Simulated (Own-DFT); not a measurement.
# Computed records: AlGa₃N₄ (wurtzite random alloy, strained, atoms displaced)

A calculation, not a measurement: plane-wave PBE density functional theory by an unreviewed code, no spin, of a simulated periodic cell, stress positive in tension, free energy of the whole cell less one offset for each atom, forces on such cells passed a denser k mesh, this cell's mesh not checked; offsets are fitted by least squares, one for each functional and potential file, so energies compare only between cells with the same atoms and settings and are not formation energies; the far tail of each file's local potential was reset to the Coulomb form; each entry is a single point on an unrelaxed cell, so the pressure reflects the starting lattice, mostly measured values, from which strain is counted, and rises with the displacements; printed positions are rounded, which can move forces by about a meV/angstrom; the program is a retired in-house code; no spin-orbit coupling. Program: Own-DFT development build.

Common to all runs: functional PBE; potential files PseudoDojo norm-conserving, scalar-relativistic, standard set with the stringent files for Ga; wave cutoff 96 hartree; occupations Gaussian; smearing width 0.01 eV; k mesh 4 x 4 x 3 centred on Gamma.

(1) AlGa₃N₄ (wurtzite random alloy, strained, atoms displaced)

```
AlGa3N4
1.0
      9.7708     0.0000     0.0000
     -4.8854     8.4617     0.0000
      0.0000     0.0000    10.2685
Al Ga N Ga N Ga N Al Ga N Ga Al N Ga N Ga Al N Al Ga N Ga Al N Ga Al N Ga N Ga N Al Ga N Ga N Ga N Al Ga N Ga N Ga N
1 1 2 2 2 2 2 1 1 2 1 1 2 2 2 1 1 2 1 1 2 1 1 2 1 1 2 2 2 2 2 1 1 2 2 2 2 2 1 1 2 2 2 2 2
Direct
  0.10276 0.21278 0.99486
  0.21816 0.11485 0.25330
  0.11584 0.22564 0.19491
  0.22629 0.10578 0.44385
  0.10566 0.21855 0.50500
  0.21734 0.10397 0.75662
  0.10271 0.21447 0.69593
  0.21647 0.11601 0.94470
  0.11117 0.56586 0.00425
  0.23036 0.44861 0.24254
  0.10506 0.54501 0.19038
  0.21682 0.44680 0.43713
  0.11425 0.55354 0.50223
  0.22671 0.45016 0.75961
  0.10334 0.54938 0.69645
  0.22122 0.44642 0.94644
  0.11727 0.89083 0.00952
  0.22359 0.77913 0.25093
  0.10710 0.87945 0.19303
  0.20993 0.76761 0.44702
  0.11856 0.89517 0.50096
  0.21680 0.77297 0.74929
  0.11629 0.89211 0.69072
  0.22274 0.77260 0.94367
  0.44035 0.21399 0.00964
  0.54662 0.12222 0.24913
  0.43495 0.21838 0.18433
  0.55419 0.10793 0.43064
  0.45196 0.22713 0.50081
  0.56589 0.11732 0.74384
  0.44945 0.22865 0.69141
  0.55410 0.11306 0.94435
  0.43090 0.54048 0.99664
  0.55520 0.44730 0.25428
  0.44726 0.55910 0.19230
  0.55923 0.44774 0.43867
  0.44829 0.55541 0.50142
  0.55344 0.43918 0.75317
  0.44917 0.56162 0.69167
  0.55001 0.43066 0.94019
  0.44521 0.89495 0.00724
  0.55995 0.77701 0.25902
  0.44320 0.89188 0.19590
  0.55667 0.77110 0.43885
  0.44431 0.89314 0.49292
  0.55820 0.78287 0.75439
  0.42806 0.88318 0.68938
  0.55328 0.78439 0.94284
  0.77869 0.22157 0.99870
  0.87521 0.11125 0.25240
  0.77637 0.22097 0.19467
  0.89234 0.10688 0.44635
  0.76844 0.21894 0.50264
  0.89532 0.11640 0.75246
  0.78083 0.21663 0.69310
  0.87731 0.10504 0.94603
  0.78033 0.56396 0.99870
  0.88434 0.44471 0.23900
  0.77885 0.55959 0.18559
  0.88192 0.44519 0.44576
  0.77270 0.54743 0.49932
  0.89153 0.44109 0.75424
  0.77987 0.55351 0.68658
  0.89175 0.44847 0.92651
  0.77619 0.88223 0.00781
  0.89465 0.77715 0.25474
  0.77272 0.88161 0.19610
  0.88756 0.77837 0.44514
  0.78333 0.89061 0.49441
  0.88256 0.77214 0.75193
  0.77452 0.88088 0.68107
  0.87848 0.77195 0.93847
```

```
free energy of cell above offsets : -9.665 eV
pressure                          : -2.94 GPa
stress xx                         : 5.89 GPa
stress yy                         : 6.31 GPa
stress zz                         : -3.38 GPa
stress yz                         : 0.57 GPa
stress xz                         : 0.41 GPa
stress xy                         : 0.14 GPa
```

Force:
```tsv
element	x (eV/Å)	y (eV/Å)	z (eV/Å)
Al	-0.733	1.139	1.474
Ga	0.035	-0.684	0.199
N	-1.118	-0.732	-1.61
N	0.256	2.003	-0.11
Ga	0.809	0.796	-0.445
Ga	0.442	0.636	-0.7
N	1.588	1.395	-0.045
N	0.57	-0.96	0.273
Ga	0.236	-1.753	-0.446
Ga	-0.878	-0.64	1.058
N	-0.087	1.931	0.324
N	0.764	-0.277	0.756
Al	-1.2	-0.373	0.272
Ga	-0.168	-0.254	-1.228
N	1.403	0.392	-1.521
N	-1.125	-1.742	-0.006
Ga	-0.66	-0.353	-1.578
Al	0.088	-0.903	0.716
N	0.892	0.857	0.628
N	1.043	0.334	-1.652
Ga	-0.696	-1.482	0.444
Ga	-0.354	-0.031	0.279
N	-0.784	-0.648	0.574
N	-0.624	1.77	-0.214
Ga	-0.233	0.706	-3.079
Al	1.691	-1.413	-0.592
N	0.677	1.219	3.512
N	-1.038	1.138	0.844
Al	-0.726	-0.52	0.265
Ga	-1.566	-1.312	1.215
N	-0.095	-0.239	-0.921
N	0.942	0.299	-0.249
Ga	1.768	1.787	0.663
Al	-0.091	0.219	-1.212
N	1.081	-0.611	-0.244
N	0.401	-1.215	-0.206
Ga	-1.094	-0.156	0.189
Al	0.292	0.918	-0.225
N	0.422	-1.259	0.645
N	-0.31	1.086	-0.296
Ga	0.508	-0.551	-0.585
Ga	-0.97	-0.07	-1.678
N	-0.608	0.41	0.79
N	-0.64	0.978	1.228
Ga	-0.067	-1.556	0.861
Ga	-0.314	0.179	-0.637
N	2.055	1.282	-0.502
N	0.507	-0.958	0.348
Al	-0.705	0.278	0.206
Ga	2.199	-0.358	0.471
N	-2.098	0.185	-1.615
N	-1.51	0.748	-0.957
Ga	1.345	0.606	-0.574
Ga	-0.888	-2.21	0.147
N	-0.395	0.484	-0.426
N	1.078	0.949	0.059
Ga	-0.217	-1.904	-0.591
Ga	0.45	-0.091	1.842
N	-0.855	-0.892	0.889
N	0.921	-0.157	-0.642
Al	0.39	1.499	0.591
Ga	-1.032	0.191	-2.977
N	-1.016	-0.832	0.222
N	-0.233	-0.939	4.845
Ga	-1.094	0.085	-0.537
Ga	-0.968	-0.125	0.468
N	0.711	0.95	-0.057
N	1.036	-1.178	-0.447
Ga	-0.504	-0.752	0.657
Ga	0.3	0.313	-1.245
N	-0.209	0.977	1.601
N	1.007	1.392	0.495
```

(2) AlGa₃N₄ (wurtzite random alloy, strained, atoms displaced)

```
AlGa3N4
1.0
      9.7708     0.0000     0.0000
     -4.8854     8.4617     0.0000
      0.0000     0.0000    10.2685
Ga N Ga N Al Ga N Ga N Ga Al N Ga Al N Al Ga N Ga N Ga N Al N Ga N Ga N Al Ga N Ga N Ga N Al Ga N Al Ga N Ga N
2 2 2 2 1 1 2 2 2 1 1 2 1 1 2 1 1 2 2 2 2 2 2 2 2 2 2 2 1 1 2 2 2 2 2 1 1 2 1 1 2 2 2
Direct
  0.10352 0.22436 0.00397
  0.21523 0.10298 0.25931
  0.10233 0.22026 0.18417
  0.22582 0.11377 0.43604
  0.11308 0.22260 0.49513
  0.21562 0.10525 0.74879
  0.10596 0.22517 0.68696
  0.22014 0.10316 0.94150
  0.10159 0.56213 0.00544
  0.22883 0.46114 0.25172
  0.11227 0.55741 0.18152
  0.22145 0.44723 0.43390
  0.10329 0.54888 0.49867
  0.22316 0.44978 0.75322
  0.11026 0.55530 0.68905
  0.22256 0.44385 0.93821
  0.12236 0.88531 0.99816
  0.22226 0.77640 0.24556
  0.11355 0.89533 0.19618
  0.22320 0.77701 0.43575
  0.11518 0.89736 0.49630
  0.22337 0.77844 0.75188
  0.10564 0.88027 0.68496
  0.22338 0.77787 0.93357
  0.43963 0.20847 0.00335
  0.55293 0.11096 0.24821
  0.44192 0.23241 0.19065
  0.55958 0.11662 0.44062
  0.45069 0.21991 0.50320
  0.56561 0.11034 0.75388
  0.45104 0.23330 0.69282
  0.55058 0.11653 0.94140
  0.45408 0.56158 0.99503
  0.55825 0.45415 0.25203
  0.44521 0.55154 0.19003
  0.55375 0.44449 0.42966
  0.44815 0.55420 0.49417
  0.55831 0.44246 0.74837
  0.43944 0.54976 0.68868
  0.55960 0.44706 0.94521
  0.43618 0.88310 0.00215
  0.56230 0.78091 0.25411
  0.44331 0.88944 0.19044
  0.55642 0.77865 0.43615
  0.44973 0.90065 0.50020
  0.55030 0.77044 0.74487
  0.44308 0.88204 0.69230
  0.54471 0.77616 0.94550
  0.77148 0.21764 0.99567
  0.89526 0.12588 0.25450
  0.77333 0.22204 0.18458
  0.89052 0.10588 0.43802
  0.78920 0.22672 0.50341
  0.88395 0.11124 0.74759
  0.78545 0.22906 0.68801
  0.88907 0.11970 0.93351
  0.77389 0.55404 0.99800
  0.89052 0.44859 0.24865
  0.77615 0.54701 0.19632
  0.89761 0.44519 0.45068
  0.77588 0.55348 0.49471
  0.87918 0.44152 0.74868
  0.78172 0.56271 0.69339
  0.89211 0.45444 0.94200
  0.77661 0.88019 0.00234
  0.89133 0.77151 0.24586
  0.77526 0.88631 0.19169
  0.89075 0.77994 0.44498
  0.77482 0.88882 0.49636
  0.89436 0.77564 0.74515
  0.79088 0.89298 0.69479
  0.88459 0.77135 0.94311
```

```
free energy of cell above offsets : -9.619 eV
pressure                          : -2.92 GPa
stress xx                         : 5.85 GPa
stress yy                         : 6.14 GPa
stress zz                         : -3.24 GPa
stress yz                         : -0.02 GPa
stress xz                         : 0.15 GPa
stress xy                         : 0.07 GPa
```

Force:
```tsv
element	x (eV/Å)	y (eV/Å)	z (eV/Å)
Ga	0.887	0.067	-1.503
Ga	0.01	2.119	-2.789
N	0.935	0.712	2.022
N	0.184	0.331	2.244
Ga	-0.003	0.422	0.678
Ga	-0.164	0.667	0.217
N	0.862	-0.254	-0.089
N	0.268	0.794	-0.073
Al	1.634	-0.91	-2.363
Ga	0.577	-1.588	-1.403
N	-0.613	1.199	1.327
N	0.913	0.099	1.261
Ga	2.135	2.026	1.002
Ga	-0.368	-0.814	-0.475
N	-0.354	0.888	0.587
N	-0.739	0.824	1.193
Ga	-2.398	0.643	0.554
Al	-0.084	0.58	0.96
N	1.24	-2.098	-0.994
N	-0.033	0.281	-0.457
Ga	0.249	-1.403	-0.023
Al	-0.212	-0.71	-1.516
N	1.821	0.948	0.721
N	0.07	-1.158	0.565
Al	-1.711	2.032	0.252
Ga	-0.454	0.698	-0.208
N	0.592	-1.499	-0.478
N	0.855	0.025	0
Ga	-0.992	0.874	-0.315
Ga	-1.264	-0.064	-0.579
N	0.341	-1.237	-0.157
N	1.571	-0.611	0.227
Ga	-1.085	-1.439	0.705
Ga	0.11	-1.389	-1.826
N	-0.708	1.416	-0.186
N	0.604	0.6	3.434
Al	-0.862	0.083	0.507
Al	-0.555	1.086	0.942
N	1.45	0.057	-1.046
N	-0.377	-1.548	-1.53
Ga	0.709	0.701	-0.133
Ga	-0.546	-0.391	-1.521
N	-0.64	-0.529	0.379
N	-0.332	-0.602	1.764
Ga	-0.155	-1.632	-0.23
Ga	0.979	0.325	0.787
N	-0.797	0.957	-0.034
N	1.878	1.041	-0.98
Al	0.392	0.868	0.449
Ga	-0.429	-1.372	-1.412
N	0.225	0.324	0.03
N	-0.549	0.884	0.678
Ga	-0.466	-0.673	-0.954
Ga	1.343	0.121	0.158
N	-0.905	-0.985	0.562
N	-0.91	-1.418	1.357
Ga	0.297	-0.065	0.518
Ga	0.51	-1.137	0.352
N	-0.223	1.213	-0.666
N	-2.957	-0.407	-1.855
Al	0.166	0.639	0.651
Ga	1.299	1.433	0.535
N	-1.136	-1.98	-1.692
N	0.306	-1.614	0.087
Al	-0.614	0.952	-0.263
Ga	-0.865	0.702	0.693
N	0.782	0.425	-0.885
N	-0.037	-1.158	-0.683
Ga	0.78	-0.377	0.707
Ga	-0.764	0.472	1.085
N	-1.766	-0.68	-0.868
N	0.09	1.215	-0.005
```

(3) AlGa₃N₄ (wurtzite random alloy, strained, atoms displaced)

```
AlGa3N4
1.0
      9.7708     0.0000     0.0000
     -4.8854     8.4617     0.0000
      0.0000     0.0000    10.2685
Ga N Al N Al Ga N Al Ga N Ga Al N Ga N Al Ga N Ga N Ga N Ga N Ga N Ga N Al Ga N Ga N Ga Al N Ga N Ga Al N Ga N
2 2 2 2 1 1 2 1 1 2 1 1 2 2 2 1 1 2 2 2 2 2 2 2 2 2 2 2 1 1 2 2 2 1 1 2 2 2 1 1 2 2 2
Direct
  0.11134 0.23151 0.00319
  0.22031 0.10921 0.25340
  0.11092 0.22731 0.19439
  0.22485 0.11986 0.42841
  0.10590 0.21908 0.50837
  0.22292 0.11699 0.75265
  0.11377 0.21897 0.69452
  0.22332 0.11343 0.94153
  0.11356 0.56048 0.99528
  0.21920 0.44463 0.24126
  0.10254 0.55001 0.18909
  0.22110 0.45630 0.43023
  0.11144 0.55728 0.50108
  0.22954 0.44359 0.74982
  0.11588 0.55347 0.68769
  0.22671 0.44522 0.93659
  0.12469 0.89535 0.00031
  0.23114 0.78797 0.24984
  0.11235 0.87609 0.18920
  0.21218 0.77633 0.43493
  0.11104 0.89090 0.50648
  0.21592 0.77898 0.74576
  0.11097 0.89562 0.68867
  0.22161 0.77596 0.93430
  0.44874 0.22173 0.99566
  0.56282 0.11780 0.24857
  0.44531 0.22529 0.19046
  0.55532 0.10455 0.42716
  0.44606 0.23545 0.49740
  0.55028 0.09836 0.74856
  0.43917 0.21700 0.68086
  0.54698 0.09724 0.93769
  0.44499 0.56109 0.00076
  0.56152 0.44783 0.25322
  0.44552 0.56196 0.18929
  0.55694 0.44523 0.43891
  0.44230 0.55009 0.49425
  0.55132 0.45259 0.75279
  0.45124 0.56008 0.68559
  0.56002 0.44918 0.94199
  0.43711 0.89046 0.00293
  0.55614 0.78072 0.24895
  0.44377 0.87544 0.18533
  0.55503 0.76514 0.44024
  0.44280 0.88407 0.49903
  0.54706 0.78680 0.75616
  0.44799 0.88459 0.68720
  0.55658 0.77411 0.92894
  0.76998 0.21778 0.00276
  0.88583 0.10864 0.25344
  0.77303 0.21879 0.19480
  0.89214 0.10939 0.44828
  0.78033 0.23249 0.49924
  0.88662 0.11026 0.74393
  0.78117 0.21798 0.69933
  0.90095 0.11627 0.93318
  0.78316 0.55104 0.00007
  0.89218 0.43739 0.24797
  0.77353 0.55406 0.18734
  0.89047 0.44850 0.43448
  0.77728 0.54475 0.49734
  0.89597 0.44629 0.75138
  0.77929 0.55290 0.69413
  0.89293 0.44899 0.93229
  0.77802 0.88904 0.00060
  0.88037 0.76674 0.25780
  0.78622 0.89093 0.19035
  0.88932 0.78040 0.43043
  0.78118 0.89741 0.50127
  0.89183 0.77302 0.75338
  0.78263 0.89217 0.67864
  0.87925 0.76160 0.93995
```

```
free energy of cell above offsets : -8.980 eV
pressure                          : -2.5 GPa
stress xx                         : 6.73 GPa
stress yy                         : 6.24 GPa
stress zz                         : -5.47 GPa
stress yz                         : 0.75 GPa
stress xz                         : -0.58 GPa
stress xy                         : 0.49 GPa
```

Force:
```tsv
element	x (eV/Å)	y (eV/Å)	z (eV/Å)
Ga	0.715	-0.855	-0.067
Ga	0.079	-0.242	-2.469
N	-0.008	-1.03	-0.683
N	-0.751	-0.084	3.801
Al	0.745	0.797	-1.422
Al	0.545	-0.51	-0.055
N	0.177	0.397	-1.077
N	0.898	0.603	-0.616
Al	-0.032	-0.734	0.527
Ga	0.254	0.778	0.753
N	0.072	1.093	-1.179
N	-0.046	-1.441	1.876
Al	0.242	0.268	-0.955
Ga	-0.114	0.184	-0.55
N	-0.333	0.34	-0.536
N	-1.125	0.975	0.778
Ga	-1.646	-0.759	0.209
Al	-0.307	-1.629	0.08
N	-0.914	0.842	0.332
N	1.081	-0.256	0.678
Ga	-0.44	0.262	-2.236
Ga	0.718	-0.157	-0.227
N	0.451	0.377	1.231
N	0.103	-0.508	0.369
Al	-0.93	0.55	0.637
Ga	-1.591	-1.082	-0.835
N	0.337	-0.362	-1.258
N	-0.119	0.579	2.777
Ga	0.33	-2.147	-0.639
Ga	-0.286	1.6	-0.586
N	-0.139	0	1.907
N	0.175	2.438	0.745
Ga	0.794	-0.423	-0.046
Ga	-0.964	-0.298	-1.365
N	0.394	-0.676	0.026
N	0.325	0.442	0.094
Ga	-0.639	0.274	0.337
Ga	1.528	-0.702	-0.106
N	-1.089	0.042	0.148
N	-0.216	-1.597	0.082
Ga	1.112	-1.446	-0.685
Ga	1.207	-0.629	0.569
N	-1.651	1.412	0.774
N	-0.59	1.837	-0.393
Ga	0.155	-0.152	-1.026
Ga	3.055	-1.442	-2.542
N	-2.437	0.614	-0.546
N	-0.437	0.851	3.246
Al	1.183	0.216	-0.995
Ga	0.769	0.085	0.169
N	1.111	1.127	-1.723
N	-0.344	1.754	-0.821
Ga	0.16	-1.509	0.409
Ga	1.235	-0.804	0.583
N	-1.662	0.897	-1.504
N	-2.118	-0.431	1.31
Ga	-0.96	0.04	-0.055
Al	-0.997	0.982	-0.231
N	1.57	-0.055	1.196
N	1.254	-0.376	-0.006
Ga	-0.944	1.937	0.856
Ga	-0.587	-0.47	-0.999
N	0.042	-0.256	-1.095
N	1.038	-1.35	2.473
Ga	0.713	-0.086	-0.644
Al	0.814	0.772	-2.617
N	-0.274	-0.567	0.313
N	0.19	-0.37	2.247
Ga	0.06	-2.076	-1.348
Ga	-1.276	0.346	-0.53
N	-0.195	-0.52	2.947
N	0.53	2.319	0.186
```
